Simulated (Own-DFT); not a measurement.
# What a defect does to the pressure of its cell: zincblende GaAs

Calculated, not measured: single-point runs of Own-DFT, a retired in-house plane-wave DFT program that no person has reviewed, on unrelaxed cells, without spin or spin-orbit coupling.

Settings: PBE; PseudoDojo norm-conserving scalar-relativistic files; cutoff 42 hartree; 3 x 3 x 3 k mesh centred on Gamma; Fermi-Dirac smearing of 0.1 eV.

Caveats (not all hold for every row): not probed for a lower state with spin; forces on such cells failed a check on a denser k mesh; forces not confirmed at this smearing and k mesh; forces on such cells passed a denser k mesh, each cell not checked; stress not checked against mesh or cutoff.

All runs share one cell, with vectors in Å (11.307, 0.000, 0.000); (0.000, 11.307, 0.000); (0.000, 0.000, 11.307) and a volume of 1445.4 Å³. Atoms were moved at random from their sites; u is the rms move along one axis. The defect's site can differ from row to row.

```
                    cell     formula   u (Å)  P (GPa)
               no defect    As32Ga32  0.0195     3.51
               no defect    As32Ga32  0.0507     4.02
               no defect    As32Ga32  0.0548     4.11
two As on a Ga site each    As34Ga30  0.0275        ?
two As on a Ga site each    As34Ga30  0.0284     4.77
two As on a Ga site each    As34Ga30  0.0303     4.81
two As on a Ga site each    As34Ga30  0.0309     4.82
     one In on a Ga site  As32Ga31In  0.0280     4.25
     one In on a Ga site  As32Ga31In  0.0281     4.26
     one In on a Ga site  As32Ga31In  0.0512     4.77
     one Al on a Ga site  AlAs32Ga31  0.0484     3.96
     one Al on a Ga site  AlAs32Ga31  0.0486     3.93
     one Al on a Ga site  AlAs32Ga31  0.0514     3.89
        two As vacancies    As30Ga32  0.0298     3.24
        two As vacancies    As30Ga32  0.0470     3.46
        two As vacancies    As30Ga32  0.0478     3.44
```

## Working it out

P = P0 + c u² + a shift for each defect gives P0 = 3.43 GPa, c = 229 ± 19 GPa/Å² and a scatter of 0.05 GPa. The shifts, and each times the cell's volume:

- two As on a Ga site each: 1.17 ± 0.05 GPa, 10.6 eV (5.3 eV for each of its 2 sites)
- one In on a Ga site: 0.68 ± 0.04 GPa, 6.1 eV
- one Al on a Ga site: -0.06 ± 0.04 GPa, -0.5 eV (not resolved)
- two As vacancies: -0.46 ± 0.04 GPa, -4.1 eV (-2.1 eV for each of its 2 sites)

A positive shift means that the defect pushes the cell outwards. Shift times volume (160.2 GPa Å³ is 1 eV) depends little on the cell's size, so, taken for each site, it can be compared between cells at like pressure. The atoms around the defects weren't relaxed, which would change these numbers.

## Withheld run

Q: what pressure belongs in the blank (two As on a Ga site each, u = 0.0275 Å)?

The fit gives 4.77 ± 0.06 GPa. The hidden result is 4.76 GPa.
